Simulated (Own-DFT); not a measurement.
# Device materials side by side: how hard are they to compress?

Source: density functional calculations with Own-DFT, an unreviewed in-house program that is no longer used. Nothing was measured or relaxed, and spin and spin-orbit coupling are left out.

Caveats (not all hold for every row): forces on such cells moved up to 12 meV/angstrom on a denser k mesh; k mesh not checked against a denser one; forces on such cells passed a denser k mesh, each cell not checked; stress not checked against mesh or cutoff.

All runs are PBE with PseudoDojo norm-conserving files; cutoff and k mesh are each material's own. Every cell starts from measured lattice constants and was given uniform random strains and small random moves of its atoms. Each triple is the change of volume in per cent, the rms move u in Å and the pressure in GPa.

- 3C SiC (C48Si48), 10.36 Å³/atom unstrained: (-2.48, 0.053, 11.62); (0.01, 0.048, 5.34); (0.07, 0.048, 5.35); (0.47, 0.050, 4.46); (0.85, 0.051, 4.07); (2.63, 0.049, -0.40); (3.77, 0.050, -1.79)
- wurtzite AlN (Al36N36), 10.45 Å³/atom unstrained: (-1.97, 0.051, 10.14); (-1.94, 0.049, 10.03); (-1.05, 0.055, 8.43); (0.32, 0.049, 4.99); (0.49, 0.044, 3.95); (2.46, 0.050, 1.03); (3.40, 0.054, 0.10)
- wurtzite GaN (Ga48N48), 11.42 Å³/atom unstrained: withheld
- diamond silicon (Si64), 20.02 Å³/atom unstrained: (-3.17, 0.052, 6.07); (-1.51, 0.046, 4.05); (-1.11, 0.053, 3.74); (-0.67, 0.050, 3.42); (-0.53, 0.046, 2.94); (0.93, 0.049, 1.93); (1.35, 0.052, 1.36)
- zincblende InP (In32P32), 25.27 Å³/atom unstrained: (-1.87, 0.056, 5.29); (-1.43, 0.047, 4.67); (-0.42, 0.048, 4.16); (1.83, 0.050, 2.38); (2.22, 0.049, 2.09); (2.63, 0.049, 2.03); (3.84, 0.049, 1.11)
- grey tin (Sn64), 34.15 Å³/atom unstrained: (-3.53, 0.049, 5.68); (-3.23, 0.052, 5.55); (-0.80, 0.052, 4.19); (-0.58, 0.044, 4.01); (-0.23, 0.049, 3.73); (0.55, 0.053, 3.43); (1.57, 0.047, 2.92)

## What the rows give

Fit a line to each set against the fractional change of volume; B is minus its slope, and u is nearly the same within a set. To take it to zero pressure, assume that B rises by 4 GPa for each GPa: B0 = B - 4 x (mean pressure). The bond length of an ideal tetrahedral crystal with the unstrained volume v is d = (√3/4)(8 v)^(1/3). Cohen's empirical rule reads B0 = (1971 - 220 L) d^(-3.5) GPa, with L = 0 for group IV crystals and SiC and 1 for III-V compounds.

```
                material  L  d (Å)   B (GPa)  mean P (GPa)  B0 (GPa)  rule (GPa)
        3C SiC (C48Si48)  0  1.888  217 ± 10           4.1  200 ± 10         213
  wurtzite AlN (Al36N36)  1  1.893  195 ± 13           5.5  173 ± 13         188
  wurtzite GaN (Ga48N48)  1  1.950         ?             ?         ?         169
  diamond silicon (Si64)  0  2.352   101 ± 5           3.4    87 ± 5          99
zincblende InP (In32P32)  1  2.541    72 ± 3           3.1    59 ± 3          67
         grey tin (Sn64)  0  2.810    55 ± 1           4.2    39 ± 1          53
```

A line through ln[B0/(1971 - 220 L)] against ln d has a slope of -4.0 ± 0.2 and a scatter of 7 %. Against the rule, B0 stands at 94 % for 3C SiC, 92 % for wurtzite AlN, 88 % for diamond silicon, 89 % for zincblende InP, 73 % for grey tin. PBE tends to make silicon and heavier crystals too soft, and the rule itself is only a guide.

## Check

Asked: what B0 does the fitted trend give for wurtzite GaN (Ga48N48)?

The line gives 158 GPa. Its own runs give B = 191 ± 5 GPa at a mean pressure of 6.7 GPa, so B0 = 164 GPa.
